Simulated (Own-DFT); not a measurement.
# Short bonds, stiff crystals?

Calculated, not measured: single-point runs of Own-DFT, a retired in-house plane-wave DFT program that no person has reviewed, on unrelaxed cells, without spin or spin-orbit coupling.

Caveats (not all hold for every row): forces on such cells moved up to 12 meV/angstrom on a denser k mesh; forces not confirmed at this smearing and k mesh; k mesh not checked against a denser one; forces on such cells passed a denser k mesh, each cell not checked; stress not checked against mesh or cutoff.

All runs are PBE with PseudoDojo norm-conserving files; cutoff and k mesh are each material's own. Every cell starts from measured lattice constants and was given uniform random strains and small random moves of its atoms. Each triple is the change of volume in per cent, the rms move u in Å and the pressure in GPa.

- 3C SiC (C32Si32), 10.36 Å³/atom unstrained: (-2.73, 0.049, 11.99); (-1.82, 0.053, 9.67); (-0.94, 0.053, 8.34); (0.12, 0.048, 4.80); (0.76, 0.049, 3.91); (3.28, 0.051, -1.53); (3.53, 0.052, -2.27)
- wurtzite AlN (Al64N64), 10.45 Å³/atom unstrained: (-3.28, 0.049, 13.26); (-2.60, 0.053, 12.24); (-0.93, 0.051, 8.46); (0.27, 0.052, 5.40); (1.32, 0.052, 3.40); (1.90, 0.049, 2.06); (2.68, 0.054, 0.77)
- wurtzite GaN (Ga36N36), 11.42 Å³/atom unstrained: withheld
- diamond silicon (Si64), 20.02 Å³/atom unstrained: (-3.65, 0.051, 6.50); (-1.63, 0.049, 4.25); (0.98, 0.051, 1.82); (1.80, 0.053, 0.98); (2.02, 0.050, 0.93); (2.15, 0.049, 0.48); (2.64, 0.047, 0.10)
- zincblende GaAs (As32Ga32), 22.58 Å³/atom unstrained: (-2.60, 0.050, 6.10); (-1.95, 0.053, 5.81); (-0.41, 0.052, 4.31); (1.29, 0.049, 3.08); (1.87, 0.050, 2.64); (2.08, 0.052, 2.58); (2.39, 0.060, 2.85)
- zincblende InP (In48P48), 25.27 Å³/atom unstrained: (-3.15, 0.049, 6.23); (-2.33, 0.051, 5.68); (-1.85, 0.050, 5.21); (-1.07, 0.047, 4.61); (0.34, 0.047, 3.53); (2.25, 0.052, 2.15); (3.16, 0.050, 1.47)
- grey tin (Sn64), 34.15 Å³/atom unstrained: (-3.40, 0.049, 5.73); (-1.61, 0.052, 4.58); (-1.56, 0.049, 4.63); (-0.84, 0.051, 4.37); (-0.61, 0.051, 4.05); (0.89, 0.051, 3.22); (1.61, 0.050, 2.96)

## Fit

Fit a line to each set against the fractional change of volume; B is minus its slope, and u is nearly the same within a set. To take it to zero pressure, assume that B rises by 4 GPa for each GPa: B0 = B - 4 x (mean pressure). The bond length of an ideal tetrahedral crystal with the unstrained volume v is d = (√3/4)(8 v)^(1/3). Cohen's empirical rule reads B0 = (1971 - 220 L) d^(-3.5) GPa, with L = 0 for group IV crystals and SiC and 1 for III-V compounds.

```
material,L,d (Å),B (GPa),mean P (GPa),B0 (GPa),rule (GPa)
3C SiC (C32Si32),0,1.888,226 ± 6,5.0,206 ± 6,213
wurtzite AlN (Al64N64),1,1.893,217 ± 5,6.5,191 ± 5,188
wurtzite GaN (Ga36N36),1,1.950,?,?,?,169
diamond silicon (Si64),0,2.352,100 ± 2,2.2,91 ± 2,99
zincblende GaAs (As32Ga32),1,2.448,73 ± 5,3.9,58 ± 5,76
zincblende InP (In48P48),1,2.541,76 ± 1,4.1,59 ± 1,67
grey tin (Sn64),0,2.810,56 ± 2,4.2,39 ± 2,53
```

A line through ln[B0/(1971 - 220 L)] against ln d has a slope of -4.2 ± 0.2 and a scatter of 8 %. Against the rule, B0 stands at 97 % for 3C SiC, 102 % for wurtzite AlN, 93 % for diamond silicon, 76 % for zincblende GaAs, 89 % for zincblende InP, 73 % for grey tin. PBE tends to make silicon and heavier crystals too soft, and the rule itself is only a guide.

## Check

Question: what B0 does the fitted trend give for wurtzite GaN (Ga36N36)?

From the line: 166 GPa. Its own runs give B = 202 ± 7 GPa at a mean pressure of 7.8 GPa, so B0 = 171 GPa.
